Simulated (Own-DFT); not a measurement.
# Which defects push the lattice out? C40 NbSi2

Calculated, not measured: single-point runs of Own-DFT, a retired in-house plane-wave DFT program that no person has reviewed, on unrelaxed cells, without spin or spin-orbit coupling.

All runs used: PBE; PseudoDojo norm-conserving scalar-relativistic files; cutoff 42 hartree; 4 x 4 x 5 k mesh centred on Gamma; cold (Marzari-Vanderbilt) smearing of 0.2 eV.

Known weak points: forces on such cells failed a check on a denser k mesh; stress not checked against mesh or cutoff.

All runs share one cell, with vectors in Å (0.000, 8.324, 0.000); (-9.613, 0.000, 0.000); (0.000, 0.000, 6.586) and a volume of 527.0 Å³. u is the rms random offset of the atoms per axis. The defect's site can differ from row to row.

| cell | formula | u (Å) | P (GPa) |
|---|---|---|---|
| no defect | Nb12Si24 | 0.0194 | 1.49 |
| no defect | Nb12Si24 | 0.0461 | 2.47 |
| no defect | Nb12Si24 | 0.0521 | 2.83 |
| two Nb vacancies | Nb10Si24 | 0.0268 | -0.02 |
| two Nb vacancies | Nb10Si24 | 0.0290 | 0.00 |
| two Nb vacancies | Nb10Si24 | 0.0482 | 0.88 |
| two Nb on a Si site each | Nb14Si22 | 0.0256 | 7.40 |
| two Nb on a Si site each | Nb14Si22 | 0.0482 | 8.21 |
| two Nb on a Si site each | Nb14Si22 | 0.0534 | 8.75 |
| two Si on a Nb site each | Nb10Si26 | 0.0289 | 1.42 |
| two Si on a Nb site each | Nb10Si26 | 0.0298 | ? |
| two Si on a Nb site each | Nb10Si26 | 0.0489 | 2.49 |
| two Si on a Nb site each | Nb10Si26 | 0.0545 | 2.70 |
| one Si vacancy | Nb12Si23 | 0.0295 | 1.00 |
| one Si vacancy | Nb12Si23 | 0.0308 | 0.86 |
| one Si vacancy | Nb12Si23 | 0.0435 | 1.48 |

## Worked fit

P = P0 + c u² + a shift for each defect gives P0 = 1.25 GPa, c = 586 ± 26 GPa/Å² and a scatter of 0.08 GPa. The shifts, and each times the cell's volume:

- two Nb on a Si site each: 5.74 ± 0.07 GPa, 18.9 eV (9.4 eV for each of its 2 sites)
- two Si on a Nb site each: -0.25 ± 0.07 GPa, -0.8 eV (-0.4 eV for each of its 2 sites)
- one Si vacancy: -0.86 ± 0.07 GPa, -2.8 eV
- two Nb vacancies: -1.71 ± 0.07 GPa, -5.6 eV (-2.8 eV for each of its 2 sites)

A positive shift means that the defect pushes the cell outwards. Shift times volume (160.2 GPa Å³ is 1 eV) depends little on the cell's size, so, taken for each site, it can be compared between cells at like pressure. The atoms around the defects weren't relaxed, which would change these numbers.

## Check

Q: what pressure belongs in the blank (two Si on a Nb site each, u = 0.0298 Å)?

The fitted form gives 1.51 ± 0.10 GPa. The hidden result is 1.70 GPa.
